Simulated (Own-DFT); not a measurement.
# Computed records: Hf36O71 (tetragonal hafnia with one neutral oxygen vacancy, atoms displaced)

A calculation, not a measurement: plane-wave PBE and HSE06 DFT by an unreviewed code, no spin, of a simulated cell at Gamma alone, so results move with cell size and shape, stress positive in tension, energies less offsets, not probed for a lower state with spin; hafnium file: forces about 75 meV/angstrom off all-electron values; oxygen file: force components 24 meV/angstrom off all-electron in a glass; k mesh not checked against a denser one; forces and stress are PBE's, HSE06 gives the energy alone, and its difference from PBE has offsets of its own; offsets are fitted by least squares, one for each functional and potential file, so energies compare only between cells with the same atoms and settings and are not formation energies; the far tail of each file's local potential was reset to the Coulomb form; each entry is a single point on an unrelaxed cell, so the pressure reflects the starting lattice, taken from the Materials Project, from which strain is counted, and rises with the displacements; printed positions are rounded, which can move forces by about a meV/angstrom; the program is a retired in-house code; no spin-orbit coupling. Program: Own-DFT development build.

Common to all runs: first functional PBE; second functional HSE06; exact exchange share 0.25; screening 0.11 1/bohr; exchange divergence Gygi-Baldereschi; potential files PseudoDojo norm-conserving, scalar-relativistic, made for PBE, standard set; wave cutoff 48 hartree; occupations fixed; k mesh 1 x 1 x 1 centred on Gamma.

```yaml
- entry: 1
  formula: Hf36O71
  kind: "tetragonal hafnia with one neutral oxygen vacancy, atoms displaced"
  structure:
    cell_angstrom: [[10.78, 0.0, 0.0], [0.0, 10.78, 0.0], [0.0, 0.0, 10.4493]]
    atoms_fractional:
      - [Hf, 0.00153, 0.00204, 0.99174]
      - [Hf, 0.16871, 0.16774, 0.25132]
      - [O, 0.00451, 0.16442, 0.15094]
      - [O, 0.16483, 0.99492, 0.34676]
      - [O, 0.99615, 0.16405, 0.40346]
      - [O, 0.16891, 0.00429, 0.0984]
      - [Hf, 0.00205, 0.00571, 0.49858]
      - [Hf, 0.16506, 0.16603, 0.75233]
      - [O, 0.99931, 0.16913, 0.65822]
      - [O, 0.16281, 0.00121, 0.84557]
      - [O, 0.00409, 0.16508, 0.90097]
      - [O, 0.16805, 0.00044, 0.59338]
      - [Hf, 0.99607, 0.3295, 0.99948]
      - [Hf, 0.16715, 0.50046, 0.24686]
      - [O, 0.99633, 0.50373, 0.15023]
      - [O, 0.16893, 0.3353, 0.34698]
      - [O, 0.00122, 0.50105, 0.40307]
      - [O, 0.16795, 0.33669, 0.10314]
      - [Hf, 0.00034, 0.33644, 0.50122]
      - [Hf, 0.16723, 0.50377, 0.75241]
      - [O, 0.99953, 0.50146, 0.6529]
      - [O, 0.17092, 0.32676, 0.84868]
      - [O, 0.00081, 0.50239, 0.90339]
      - [Hf, 0.99781, 0.66465, 0.00039]
      - [Hf, 0.16702, 0.83145, 0.24616]
      - [O, 0.99591, 0.83261, 0.15423]
      - [O, 0.16185, 0.66478, 0.34662]
      - [O, 0.99474, 0.83052, 0.40587]
      - [O, 0.1662, 0.66648, 0.09849]
      - [Hf, 0.00574, 0.66803, 0.49911]
      - [Hf, 0.1664, 0.83223, 0.75053]
      - [O, 0.99999, 0.83165, 0.65001]
      - [O, 0.16477, 0.66777, 0.84911]
      - [O, 0.99865, 0.83431, 0.90325]
      - [O, 0.16546, 0.66616, 0.59765]
      - [Hf, 0.33133, 0.00271, 0.99935]
      - [Hf, 0.49925, 0.16679, 0.25574]
      - [O, 0.33654, 0.16784, 0.15198]
      - [O, 0.49814, 0.9984, 0.34995]
      - [O, 0.32997, 0.16565, 0.40038]
      - [O, 0.4963, 0.00032, 0.09855]
      - [Hf, 0.33355, 0.00221, 0.50061]
      - [Hf, 0.50824, 0.16291, 0.75039]
      - [O, 0.33095, 0.16112, 0.64583]
      - [O, 0.5029, 0.00288, 0.84392]
      - [O, 0.32852, 0.16874, 0.90518]
      - [O, 0.50219, 0.00184, 0.59791]
      - [Hf, 0.33352, 0.34263, 0.99657]
      - [Hf, 0.503, 0.50287, 0.24744]
      - [O, 0.33277, 0.50217, 0.15321]
      - [O, 0.50157, 0.33084, 0.34626]
      - [O, 0.32886, 0.49731, 0.40151]
      - [O, 0.49933, 0.33378, 0.09381]
      - [Hf, 0.33673, 0.33077, 0.49871]
      - [Hf, 0.50284, 0.50284, 0.75421]
      - [O, 0.32856, 0.49744, 0.65393]
      - [O, 0.50159, 0.334, 0.84594]
      - [O, 0.33271, 0.49725, 0.90257]
      - [O, 0.49412, 0.33485, 0.59477]
      - [Hf, 0.33733, 0.66847, 0.00473]
      - [Hf, 0.5023, 0.83047, 0.2473]
      - [O, 0.33206, 0.83307, 0.14973]
      - [O, 0.49785, 0.66502, 0.34841]
      - [O, 0.32889, 0.82999, 0.40327]
      - [O, 0.49932, 0.67169, 0.0987]
      - [Hf, 0.33086, 0.66529, 0.49862]
      - [Hf, 0.49723, 0.83212, 0.75059]
      - [O, 0.3351, 0.82995, 0.64991]
      - [O, 0.49699, 0.66351, 0.84604]
      - [O, 0.33318, 0.83776, 0.90378]
      - [O, 0.50045, 0.66715, 0.59947]
      - [Hf, 0.66704, 0.00136, 0.99951]
      - [Hf, 0.83256, 0.16856, 0.25111]
      - [O, 0.66964, 0.16861, 0.15458]
      - [O, 0.83594, 0.0036, 0.35252]
      - [O, 0.67091, 0.16635, 0.40264]
      - [O, 0.83046, 0.00036, 0.09388]
      - [Hf, 0.66775, 0.00173, 0.50037]
      - [Hf, 0.82881, 0.16841, 0.75139]
      - [O, 0.66734, 0.16693, 0.6529]
      - [O, 0.83626, 0.00443, 0.84677]
      - [O, 0.66026, 0.16468, 0.90238]
      - [O, 0.82731, 0.00059, 0.59791]
      - [Hf, 0.66461, 0.33795, 0.99904]
      - [Hf, 0.8325, 0.50285, 0.25021]
      - [O, 0.66744, 0.50019, 0.15198]
      - [O, 0.8301, 0.33538, 0.34807]
      - [O, 0.66435, 0.50005, 0.40268]
      - [O, 0.83366, 0.33678, 0.09853]
      - [Hf, 0.66185, 0.3355, 0.4978]
      - [Hf, 0.83387, 0.50198, 0.7475]
      - [O, 0.66894, 0.49946, 0.65188]
      - [O, 0.83331, 0.33658, 0.84985]
      - [O, 0.6631, 0.49321, 0.89804]
      - [O, 0.83169, 0.33073, 0.59685]
      - [Hf, 0.66569, 0.66649, 0.00052]
      - [Hf, 0.83225, 0.83687, 0.2536]
      - [O, 0.66703, 0.83357, 0.15311]
      - [O, 0.83048, 0.66846, 0.34893]
      - [O, 0.65993, 0.83075, 0.40183]
      - [O, 0.83136, 0.66445, 0.09386]
      - [Hf, 0.66725, 0.67101, 0.49427]
      - [Hf, 0.83297, 0.8382, 0.74949]
      - [O, 0.66585, 0.82658, 0.65246]
      - [O, 0.83232, 0.66621, 0.84814]
      - [O, 0.66215, 0.8335, 0.90274]
      - [O, 0.83021, 0.66772, 0.59762]
  results:
    "PBE_energy_of_cell_above_offsets [eV]": "-101.031"
    "HSE06_less_PBE_above_offsets [eV]": "-0.163"
    "PBE_pressure [GPa]": 1.01
    "PBE_stress_xx [GPa]": -0.02
    "PBE_stress_yy [GPa]": -1.4
    "PBE_stress_zz [GPa]": -1.63
    "PBE_stress_yz [GPa]": 0.52
    "PBE_stress_xz [GPa]": -0.29
    "PBE_stress_xy [GPa]": 0.02
    force_element: [Hf, Hf, O, O, O, O, Hf, Hf, O, O, O, O, Hf, Hf, O, O, O, O, Hf, Hf, O, O, O, Hf, Hf, O, O, O, O, Hf, Hf, O, O, O, O, Hf, Hf, O, O, O, O, Hf, Hf, O, O, O, O, Hf, Hf, O, O, O, O, Hf, Hf, O, O, O, O, Hf, Hf, O, O, O, O, Hf, Hf, O, O, O, O, Hf, Hf, O, O, O, O, Hf, Hf, O, O, O, O, Hf, Hf, O, O, O, O, Hf, Hf, O, O, O, O, Hf, Hf, O, O, O, O, Hf, Hf, O, O, O, O]
    "force_x [eV/angstrom]": [0.078, 0.485, -1.005, -0.191, 0.4, -0.514, -0.168, 1.017, -0.313, 0.034, -0.499, -0.528, 0.854, -0.595, 0.338, -0.547, -0.314, -0.438, 0.345, -0.267, 0.389, -0.487, 0.161, 0.144, -0.31, 0.292, 0.169, 0.024, 0.298, -1.29, -0.092, -0.018, 0.317, -0.045, 0.523, 0.248, -0.096, -0.285, 0.069, 0.28, 0.913, 0.09, -1.932, 0.442, -0.231, 0.406, 0.004, -0.504, -0.591, 0.899, 0.048, 0.443, 0.262, -1.976, -0.186, 0.52, -0.131, -0.022, 1.415, -1.474, -0.718, 0.313, 0.017, 0.143, 0.597, 0.6, 0.489, -0.545, -0.05, 0.197, -0.369, -0.799, 0.423, -0.714, -0.447, -0.391, 0.611, -0.557, 0.846, -0.082, -0.296, 0.58, 1.101, 0.026, 0.641, -0.442, 0.118, -0.202, -0.131, 0.724, -0.102, -0.622, 0.165, -0.051, 0.021, 0.942, 0.771, 0.027, -0.285, 0.315, -0.486, 0.091, 0.078, -0.069, -0.256, 0.199, 0.723]
    "force_y [eV/angstrom]": [-0.357, -0.174, 0.38, 0.675, 1.428, -0.499, -1.36, 0.344, -0.062, -1.001, 0.753, -0.303, 0.635, -0.519, 0.032, -0.472, -0.338, 0.127, -0.136, -1.11, -0.554, 1.801, -0.895, 0.241, 0.141, 0.011, 0.447, 0.919, 0.049, -0.075, 0.199, 0.248, 0.382, -0.238, 0.108, 0.954, -0.825, -0.015, 0.023, 0.003, -0.246, -0.386, 0.806, 0.519, -0.896, -0.249, -0.1, -2.686, -0.896, 0.346, 0.87, 0.401, 0.518, 0.304, -1.031, -0.044, -0.296, 2.006, -0.135, 0.355, 0.997, -0.425, -0.005, 0.177, -0.425, -0.152, 0.119, 0.23, 0.823, -0.897, -0.331, -0.144, 0.168, -0.149, -0.755, 0.015, 0.009, -0.351, 0.778, 0.122, -0.437, 0.74, -0.109, -1.335, -0.303, 0.255, 0.071, 0.171, -0.279, 0.161, 0.25, -0.314, -0.769, 1.983, 0.082, 0.119, 0.049, -0.213, -0.126, 1.336, 0.076, -0.9, -1.103, 0.578, 0.333, -0.11, -0.144]
    "force_z [eV/angstrom]": [1.617, -0.508, 0.109, -0.045, -0.095, -0.408, 0.291, -0.805, -0.612, 0.195, 0.07, 0.421, 0.38, 0.384, 0.368, 0.405, -0.101, -0.814, 0.197, -0.262, -0.086, -0.495, -0.094, 0.097, 0.467, 0.033, 0.096, -0.329, -0.304, 0.213, -0.456, 0.778, 0.007, -0.297, 0.452, 0.47, -1.391, 0.691, -0.274, -0.197, -0.259, -0.121, -0.132, 0.762, 0.34, -0.25, 0.043, 0.873, 0.787, -0.425, 0.108, 0.045, 0.334, 0.287, -1.696, 0.129, -0.122, -0.348, 0.268, -0.646, 0.597, 0.218, -0.471, -0.205, 0.192, 0.262, -0.585, 0.552, 1.098, -0.389, -0.428, 0.603, -0.151, -0.048, -0.635, 0.216, 0.211, -0.303, -0.472, -0.4, 0.138, -0.113, 0.428, 0.4, 0.265, -0.454, -0.319, -0.435, -0.147, 0.392, -0.238, 0.09, -0.019, 0.426, -0.094, -0.681, -0.076, -0.112, -0.537, -0.495, 0.328, 1.677, -0.559, 0.303, -0.06, 0.178, -0.293]
- entry: 2
  formula: Hf36O71
  kind: "tetragonal hafnia with one neutral oxygen vacancy, atoms displaced"
  structure:
    cell_angstrom: [[10.78, 0.0, 0.0], [0.0, 10.78, 0.0], [0.0, 0.0, 10.4493]]
    atoms_fractional:
      - [Hf, 0.9907, 0.98894, 0.00911]
      - [Hf, 0.16708, 0.17814, 0.24462]
      - [O, 0.98459, 0.17773, 0.16839]
      - [O, 0.17031, 0.00906, 0.3543]
      - [O, 0.00261, 0.17497, 0.40328]
      - [O, 0.1779, 0.00584, 0.09323]
      - [Hf, 0.00332, 0.99821, 0.5076]
      - [Hf, 0.16344, 0.15961, 0.73947]
      - [O, 0.99686, 0.16148, 0.65829]
      - [O, 0.16574, 0.00411, 0.83443]
      - [O, 0.00198, 0.15641, 0.91012]
      - [O, 0.16538, 0.99327, 0.5954]
      - [Hf, 0.9964, 0.33435, 0.99271]
      - [Hf, 0.17558, 0.49942, 0.24571]
      - [O, 0.99453, 0.49275, 0.14696]
      - [O, 0.14098, 0.33512, 0.34659]
      - [O, 0.007, 0.49887, 0.4068]
      - [O, 0.16845, 0.33251, 0.08411]
      - [Hf, 0.99668, 0.33545, 0.49544]
      - [Hf, 0.17979, 0.48639, 0.75324]
      - [O, 0.99569, 0.50879, 0.65666]
      - [O, 0.16505, 0.33096, 0.84782]
      - [O, 0.01241, 0.50009, 0.90463]
      - [O, 0.15862, 0.32852, 0.60979]
      - [Hf, 0.00268, 0.66884, 0.00612]
      - [Hf, 0.1647, 0.82599, 0.23676]
      - [O, 0.01167, 0.82761, 0.15455]
      - [O, 0.16945, 0.67785, 0.3439]
      - [O, 0.98574, 0.83587, 0.39382]
      - [O, 0.15796, 0.65364, 0.10472]
      - [Hf, 0.0049, 0.65639, 0.50202]
      - [Hf, 0.15854, 0.82682, 0.76021]
      - [O, 0.99339, 0.84343, 0.66313]
      - [O, 0.17587, 0.67458, 0.85027]
      - [O, 0.99096, 0.84288, 0.89808]
      - [O, 0.16152, 0.66924, 0.60364]
      - [Hf, 0.33546, 0.00626, 0.00393]
      - [Hf, 0.49854, 0.15337, 0.259]
      - [O, 0.33599, 0.17136, 0.13702]
      - [O, 0.50277, 0.00067, 0.34664]
      - [O, 0.31643, 0.16534, 0.40551]
      - [O, 0.50774, 0.00213, 0.10122]
      - [Hf, 0.31788, 0.00952, 0.51412]
      - [Hf, 0.51015, 0.16678, 0.76387]
      - [O, 0.34128, 0.17132, 0.63703]
      - [O, 0.51875, 0.00846, 0.83737]
      - [O, 0.32843, 0.16106, 0.8967]
      - [O, 0.51251, 0.01149, 0.59462]
      - [Hf, 0.34534, 0.33539, 0.00253]
      - [Hf, 0.49077, 0.49472, 0.26013]
      - [O, 0.33853, 0.48365, 0.15649]
      - [O, 0.49312, 0.34914, 0.35221]
      - [O, 0.33995, 0.50704, 0.39278]
      - [O, 0.5109, 0.34074, 0.10133]
      - [Hf, 0.33494, 0.34006, 0.51152]
      - [Hf, 0.5044, 0.50328, 0.73986]
      - [O, 0.33452, 0.48688, 0.6491]
      - [O, 0.49911, 0.32117, 0.8532]
      - [O, 0.3404, 0.50776, 0.89885]
      - [O, 0.5051, 0.32956, 0.60067]
      - [Hf, 0.33692, 0.68683, 0.00582]
      - [Hf, 0.50801, 0.82428, 0.24849]
      - [O, 0.3427, 0.84895, 0.14806]
      - [O, 0.50118, 0.67584, 0.35473]
      - [O, 0.34096, 0.82699, 0.3986]
      - [O, 0.50607, 0.64191, 0.09539]
      - [Hf, 0.34276, 0.67199, 0.48601]
      - [Hf, 0.49286, 0.83362, 0.74734]
      - [O, 0.3435, 0.83719, 0.64969]
      - [O, 0.50118, 0.66369, 0.8477]
      - [O, 0.33074, 0.83549, 0.90042]
      - [O, 0.49525, 0.68648, 0.59991]
      - [Hf, 0.65479, 0.00867, 0.00728]
      - [Hf, 0.82891, 0.18199, 0.24017]
      - [O, 0.66712, 0.1615, 0.14999]
      - [O, 0.82189, 0.00212, 0.36553]
      - [O, 0.66529, 0.16848, 0.39426]
      - [O, 0.83219, 0.99093, 0.10038]
      - [Hf, 0.66576, 0.99302, 0.49928]
      - [Hf, 0.82456, 0.15878, 0.75911]
      - [O, 0.66473, 0.16854, 0.64903]
      - [O, 0.8267, 0.0069, 0.83919]
      - [O, 0.66043, 0.17553, 0.90071]
      - [O, 0.83075, 0.98552, 0.59285]
      - [Hf, 0.65529, 0.33048, 0.97937]
      - [Hf, 0.8375, 0.50212, 0.25467]
      - [O, 0.66323, 0.49628, 0.15058]
      - [O, 0.8312, 0.34004, 0.33864]
      - [O, 0.65654, 0.50608, 0.39965]
      - [O, 0.83533, 0.33154, 0.10828]
      - [Hf, 0.66311, 0.33922, 0.49345]
      - [Hf, 0.83699, 0.5038, 0.74653]
      - [O, 0.66826, 0.50375, 0.64339]
      - [O, 0.83454, 0.32361, 0.8496]
      - [O, 0.67874, 0.51025, 0.91054]
      - [O, 0.83854, 0.33155, 0.59415]
      - [Hf, 0.66719, 0.6632, 0.99389]
      - [Hf, 0.82974, 0.84289, 0.26257]
      - [O, 0.66147, 0.83942, 0.1546]
      - [O, 0.82211, 0.66853, 0.36069]
      - [O, 0.66487, 0.83257, 0.41874]
      - [Hf, 0.66621, 0.65701, 0.49176]
      - [Hf, 0.82918, 0.81459, 0.74252]
      - [O, 0.6714, 0.8344, 0.64043]
      - [O, 0.81411, 0.66257, 0.83851]
      - [O, 0.65628, 0.8347, 0.90972]
      - [O, 0.81533, 0.66244, 0.59099]
  results:
    "PBE_energy_of_cell_above_offsets [eV]": "-85.823"
    "HSE06_less_PBE_above_offsets [eV]": "0.576"
    "PBE_pressure [GPa]": 6.43
    "PBE_stress_xx [GPa]": -5.7
    "PBE_stress_yy [GPa]": -7.66
    "PBE_stress_zz [GPa]": -5.93
    "PBE_stress_yz [GPa]": 1.31
    "PBE_stress_xz [GPa]": 0.77
    "PBE_stress_xy [GPa]": -0.03
    force_element: [Hf, Hf, O, O, O, O, Hf, Hf, O, O, O, O, Hf, Hf, O, O, O, O, Hf, Hf, O, O, O, O, Hf, Hf, O, O, O, O, Hf, Hf, O, O, O, O, Hf, Hf, O, O, O, O, Hf, Hf, O, O, O, O, Hf, Hf, O, O, O, O, Hf, Hf, O, O, O, O, Hf, Hf, O, O, O, O, Hf, Hf, O, O, O, O, Hf, Hf, O, O, O, O, Hf, Hf, O, O, O, O, Hf, Hf, O, O, O, O, Hf, Hf, O, O, O, O, Hf, Hf, O, O, O, Hf, Hf, O, O, O, O]
    "force_x [eV/angstrom]": [0.966, -0.838, 5.318, -0.556, -0.485, -2.751, -3.261, 0.282, -0.299, 0.465, -0.071, -1.224, -0.501, -1.831, 0.975, 2.527, -0.457, 0.067, 0.138, -2.059, 1.283, 0.332, -0.866, 0.914, -1.543, 2.897, -3.297, -0.431, 1.172, 2.872, -1.064, 0.678, 1.386, -0.41, 0.508, 1.207, -0.103, 1.044, 0.653, -0.253, 1.095, -3.309, 4.586, -1.016, -1.266, -0.806, 0.879, -3.419, -0.899, 3.561, -1.914, -0.087, -1.787, -1.302, 0.214, -0.606, 1.056, -0.275, -0.557, -0.617, 0.781, -1.019, -0.7, -0.095, -0.565, -2.349, -1.11, 3.414, -3.324, -0.122, 0.861, 0.509, 3.483, -2.338, -1.384, 0.815, -1.045, -0.249, 1.323, 1.144, 1.065, -0.304, 0.62, 1.047, 2.328, -1.999, 2.061, -0.167, 0.144, -1.036, 1.247, -0.782, -0.814, 0.061, -0.895, -1.626, 0.377, -0.068, 1.376, 0.803, -0.271, -1.362, -1.957, -1.427, 1.49, 0.335, 4.802]
    "force_y [eV/angstrom]": [2.757, -1.507, -1.256, -1.697, -1.716, -0.408, 0.856, 1.487, -0.582, -2.11, 0.473, 0.167, -1.178, -0.41, 1.141, 1.32, 1.701, 0.048, -2.023, 1.288, 0.352, -0.66, 1.468, 1.153, -1.056, 2.982, 0.313, -2.384, -0.706, 0.878, 1.924, 1.954, -1.19, -2.027, -2.652, 0.119, 0.772, 2.028, 0.092, -1.628, 2.428, 0.559, -1.056, -1.11, -0.22, -2.86, 0.855, -0.706, -0.26, 2.896, 0.164, -5.254, -0.587, -0.712, -2.158, 0.563, 0.365, 4.559, -0.779, 1.32, -2.975, 1.879, -2.24, -2.285, 2.054, 2.454, 1.621, 0.28, 0.739, 0.318, 1.401, -2.65, -1.684, -1.194, -0.268, 0.244, 1.647, -0.13, 1.877, 1.32, 0.717, -3.457, -3.219, 1.035, 4.141, 0.539, 0.952, 0.413, -2.681, 0.17, -2.277, -2.107, -0.698, 2.278, -4.404, 0.931, 2.127, 0.314, -0.724, -0.552, -1.467, 3.456, 4.505, -0.325, -0.274, 0.158, -0.041]
    "force_z [eV/angstrom]": [-1.259, 0.874, -2.401, -1.324, 0.982, 0.495, -1.865, 1.51, -0.385, 1.007, 0.71, 2.154, 1.16, 0.089, 0.839, -1.093, -0.917, 1.428, 1.011, 1.04, -0.361, -0.356, -0.533, -1.474, -0.774, 3.488, -2.115, 0.688, 1.203, -0.237, 0.202, -2.266, -1.194, 1.424, 0.729, -0.737, -0.978, -0.661, 1.658, -0.176, -1.349, 0.586, -2.733, -5.594, 1.457, 2.507, -0.046, 0.745, -0.305, -3.326, -0.959, 2.019, 0.999, -0.565, -0.617, 1.172, -0.54, 0.733, 0.349, -0.167, -1.04, 1.426, -0.51, -0.504, -0.169, 0.144, 1.802, -0.403, -0.003, -0.483, -0.009, 0.064, -1.989, 2.798, -0.944, -2.977, 0.386, 0.498, 0.994, -3.509, 0.905, 2.291, -0.902, 0.766, 4.876, -2.536, 1.473, 2.474, -0.896, -2.384, 0.516, -0.124, 0.977, 0.263, -2.967, -0.298, 2.483, 0.854, 0.242, -2.163, -3.751, 1.353, -1.097, 2.675, 1.373, -0.04, 2.099]
```
